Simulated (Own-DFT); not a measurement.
# Response to strain: 4H SiC, 32 atoms (C16Si16)

Calculated results; nothing here was measured. The program, named Own-DFT, is a retired in-house plane-wave density functional code that no person has reviewed. Each row is one single-point run on a periodic cell that was not relaxed, without spin or spin-orbit coupling.

Settings of every run: PBE; PseudoDojo norm-conserving scalar-relativistic files; cutoff 42 hartree; 5 x 5 x 3 k mesh centred on Gamma; Fermi-Dirac smearing of 0.1 eV.

Known limits: forces on such cells passed a denser k mesh, each cell not checked; stress not checked against mesh or cutoff.

Unstrained cell vectors in Å: (6.165, 0.000, 0.000); (-3.083, 5.339, 0.000); (0.000, 0.000, 10.068). The unstrained cell has measured lattice constants (interpolated for alloys), not those of this functional. That, the random moves and any unrelaxed bonds set the pressure at no strain. Each run strains this cell uniformly, with the atoms carried along. Every atom was also moved at random, by a Gaussian of width 0.05 Å on each axis. Strain is the symmetric tensor, in per cent. Stress is positive in tension, and the pressure is minus a third of its trace.

```
run,e_xx (%),e_yy (%),e_zz (%),e_yz (%),e_xz (%),e_xy (%),s_xx (GPa),s_yy (GPa),s_zz (GPa),s_yz (GPa),s_xz (GPa),s_xy (GPa),P (GPa),E (meV/atom)
1,1.07,1.30,-0.43,1.31,-0.12,1.61,2.77,1.88,-7.59,6.09,-0.40,6.93,0.98,4.3
2,-1.04,0.23,-1.04,-0.59,-0.32,-1.85,-11.53,-5.58,-13.01,-2.52,-1.05,-10.12,10.04,13.7
3,2.00,1.43,-1.47,-1.44,0.23,-0.56,8.75,4.28,-19.69,-4.91,-0.39,-2.05,2.22,36.7
4,0.42,0.35,1.61,1.95,0.25,-0.95,0.69,-2.43,1.74,6.74,0.68,-4.32,0.00,11.8
5,1.44,0.07,-1.31,0.43,-1.56,-0.15,2.79,-1.56,-16.09,-0.07,-5.83,-1.73,4.95,21.4
6,-1.09,0.20,0.97,0.43,1.16,0.47,-7.01,-6.58,-2.46,-0.13,3.54,0.62,5.35,46.8
7,0.81,1.54,0.42,0.47,-1.23,-0.84,0.07,4.83,-3.33,1.87,-3.90,-3.79,-0.52,4.2
8,1.34,1.83,-0.03,0.08,-1.94,0.38,5.42,3.92,-3.93,0.12,-5.86,1.75,-1.80,2.6
9,-2.00,1.15,0.72,-1.33,-0.48,-0.58,-12.37,-1.08,-3.52,-3.76,0.23,-2.83,5.66,31.4
10,0.54,-0.84,-0.93,-0.09,-1.03,0.07,-2.14,-8.81,-13.64,0.02,-2.82,1.52,8.20,21.0
11,-1.46,1.71,1.76,-1.49,-0.81,0.37,-9.44,2.33,5.04,-5.60,-2.61,1.28,0.69,0.1
12,1.14,-0.31,-1.80,-1.43,-0.33,1.26,2.31,-7.58,-21.32,-6.02,-1.75,5.79,8.87,53.8
13,0.00,-0.57,1.00,-1.89,0.45,-1.39,-5.57,-9.17,0.68,-6.79,1.72,-5.41,4.69,20.0
14,1.83,1.28,0.61,-1.27,-0.01,-1.66,6.90,4.71,-3.68,-3.26,1.02,-6.28,-2.64,0.0
15,-1.55,1.08,-0.94,1.45,1.28,-0.13,-14.75,-1.18,-10.24,4.94,2.96,-1.36,8.72,26.2
16,1.83,-0.87,1.45,-1.60,0.66,0.91,?,?,?,?,?,?,?,?
```

E is the free energy for each atom above the lowest run shown.

## Worked fit

Each stress component was fitted by least squares to a constant and the strains of the runs shown, as fractions, with shears doubled. Shear strains stay in the fit of a normal stress only where such slopes are resolved. The slopes, in GPa:

| stress | at no strain | per e_xx | per e_yy | per e_zz | scatter |
|---|---|---|---|---|---|
| s_xx | -4.0 | 569 ± 34 | 71 ± 50 | 80 ± 40 | 1.56 |
| s_yy | -5.4 | 119 ± 27 | 533 ± 39 | 15 ± 31 | 1.22 |
| s_zz | -7.5 | -31 ± 44 | 80 ± 64 | 639 ± 52 | 2.01 |

Each shear stress against twice its own strain: yz 174 ± 12, xz 145 ± 12, xy 226 ± 12 GPa. These are stiffnesses along x, y and z of the frame in which the cell vectors are given, which need not be the crystal's axes. The atoms are held to the strained lattice; where symmetry lets them move under strain, relaxing them would lower some slopes. The table should be nearly symmetric about its diagonal, and what it lacks of that shows the noise. A ninth of its sum, 230 ± 7 GPa, estimates the bulk modulus near the mean pressure of these runs, 3.7 GPa, so it lies above the value at zero pressure.

## Withheld run

Question: what normal stresses and pressure should run 16 give?

The fit gives s_xx = 7.0, s_yy = -7.7, s_zz = 0.5 and P = 0.1 GPa. The calculation gave 4.94, -8.32, 2.36 and P = 0.34 GPa.
